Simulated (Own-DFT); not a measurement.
# Biaxial strain at fixed height in wurtzite GaN, 72 atoms (Ga36N36)

Calculated, not measured: single-point runs of Own-DFT, a retired in-house plane-wave DFT program that no person has reviewed, on unrelaxed cells, without spin or spin-orbit coupling.

All runs used: PBE; PseudoDojo norm-conserving scalar-relativistic files; cutoff 42 hartree; 4 x 4 x 3 k mesh centred on Gamma; Fermi-Dirac smearing of 0.1 eV.

Caveats: forces not confirmed at this smearing and k mesh; stress not checked against mesh or cutoff.

Unstrained cell vectors in Å: (9.567, 0.000, 0.000); (-4.783, 8.285, 0.000); (0.000, 0.000, 10.370). The unstrained cell has measured lattice constants (interpolated for alloys), not those of this functional. That, the random moves and any unrelaxed bonds set the pressure at no strain. Each run strains x and y alike by e, as a substrate would, and holds the height along z. Each atom got a random Gaussian move of width 0.05 Å along each axis. Stress is positive in tension.

| e (%) | u (Å) | (s_xx + s_yy)/2 (GPa) | s_zz (GPa) |
|---|---|---|---|
| -1.25 | 0.048 | -13.86 | -10.31 |
| -0.75 | 0.050 | -10.56 | -9.44 |
| 0.25 | 0.050 | -6.72 | -6.65 |
| 0.50 | 0.043 | ? | ? |
| 0.75 | 0.048 | -2.21 | -8.46 |
| 1.25 | 0.052 | -1.19 | -6.11 |
| 2.25 | 0.054 | 2.95 | -6.41 |
| 2.50 | 0.051 | 4.25 | -4.71 |
| 2.75 | 0.050 | 5.37 | -4.74 |
| 3.00 | 0.050 | 6.46 | -4.94 |

## What the rows give

With e as a fraction, the in-plane stress is -7.0 + 507 e - 2138 e² GPa (errors 29 and 1309, scatter 0.65), and s_zz is -8.3 + 124 e GPa (slope ± 19, scatter 0.83). At e = 0 the first slope is C11 + C12 and the second 2 C13, both with the ions held to the strained lattice and at the cell's own pressure. A free layer would change its height as e changes, and the in-plane slope would drop by 2 C13²/C33 to the biaxial modulus. At fixed height, a misfit of 1 % moves the in-plane stress by about 5.1 GPa and s_zz by 1.2 GPa.

## Withheld run

Asked: what are the two stresses at e = 0.50 %?

The fitted form gives -4.5 and -7.7 GPa. The calculation gave -3.78 and -7.30 GPa.
